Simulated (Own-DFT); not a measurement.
# One host, several defects: zincblende GaAs

The numbers are computed, not measured, by runs of the plane-wave DFT program Own-DFT (in-house, retired, unreviewed) at fixed positions, with no spin and no spin-orbit coupling.

All runs used: PBE; PseudoDojo norm-conserving scalar-relativistic files; cutoff 42 hartree; 3 x 3 x 3 k mesh centred on Gamma; Fermi-Dirac smearing of 0.1 eV.

Caveats (not all hold for every row): not probed for a lower state with spin; forces not confirmed at this smearing and k mesh; stress not checked against mesh or cutoff.

All runs share one cell, with vectors in Å (11.737, 0.000, 0.000); (0.000, 11.737, 0.000); (0.000, 0.000, 10.919) and a volume of 1504.3 Å³, strained against the parent crystal. The atoms are randomly displaced, by u rms on each axis. The defect's site can differ from row to row.

| cell | formula | u (Å) | P (GPa) |
|---|---|---|---|
| no defect | As32Ga32 | 0.0287 | 0.73 |
| no defect | As32Ga32 | 0.0289 | 0.75 |
| no defect | As32Ga32 | 0.0510 | 1.12 |
| one In on a Ga site | As32Ga31In | 0.0306 | 1.39 |
| one In on a Ga site | As32Ga31In | 0.0462 | 1.57 |
| one In on a Ga site | As32Ga31In | 0.0569 | 1.77 |
| one As vacancy and one Ga vacancy | As31Ga31 | 0.0294 | 0.43 |
| one As vacancy and one Ga vacancy | As31Ga31 | 0.0305 | 0.44 |
| one As vacancy and one Ga vacancy | As31Ga31 | 0.0472 | 0.79 |
| one P on an As site | As31Ga32P | 0.0300 | 0.51 |
| one P on an As site | As31Ga32P | 0.0301 | 0.56 |
| one P on an As site | As31Ga32P | 0.0493 | 0.83 |
| one Al on a Ga site | AlAs32Ga31 | 0.0292 | 0.74 |
| one Al on a Ga site | AlAs32Ga31 | 0.0292 | 0.74 |
| one Al on a Ga site | AlAs32Ga31 | 0.0470 | 1.00 |
| one Al on a Ga site | AlAs32Ga31 | 0.0497 | ? |

## What the rows give

P = P0 + c u² + a shift for each defect gives P0 = 0.58 GPa, c = 199 ± 12 GPa/Å² and a scatter of 0.03 GPa. The shifts, and each times the cell's volume:

- one In on a Ga site: 0.57 ± 0.03 GPa, 5.4 eV
- one Al on a Ga site: -0.02 ± 0.03 GPa, -0.2 eV (not resolved)
- one P on an As site: -0.23 ± 0.03 GPa, -2.2 eV
- one As vacancy and one Ga vacancy: -0.30 ± 0.03 GPa, -2.8 eV

Positive is outwards. The product with the volume (160.2 GPa Å³ to the eV) is nearly free of the cell's size; divided by the bulk modulus at the cell's pressure it gives the volume that the defect adds. The atoms around the defects weren't relaxed, which would change these numbers.

## Withheld run

Asked: what pressure belongs in the blank (one Al on a Ga site, u = 0.0497 Å)?

The fitted form gives 1.06 ± 0.04 GPa. The hidden result is 0.98 GPa.
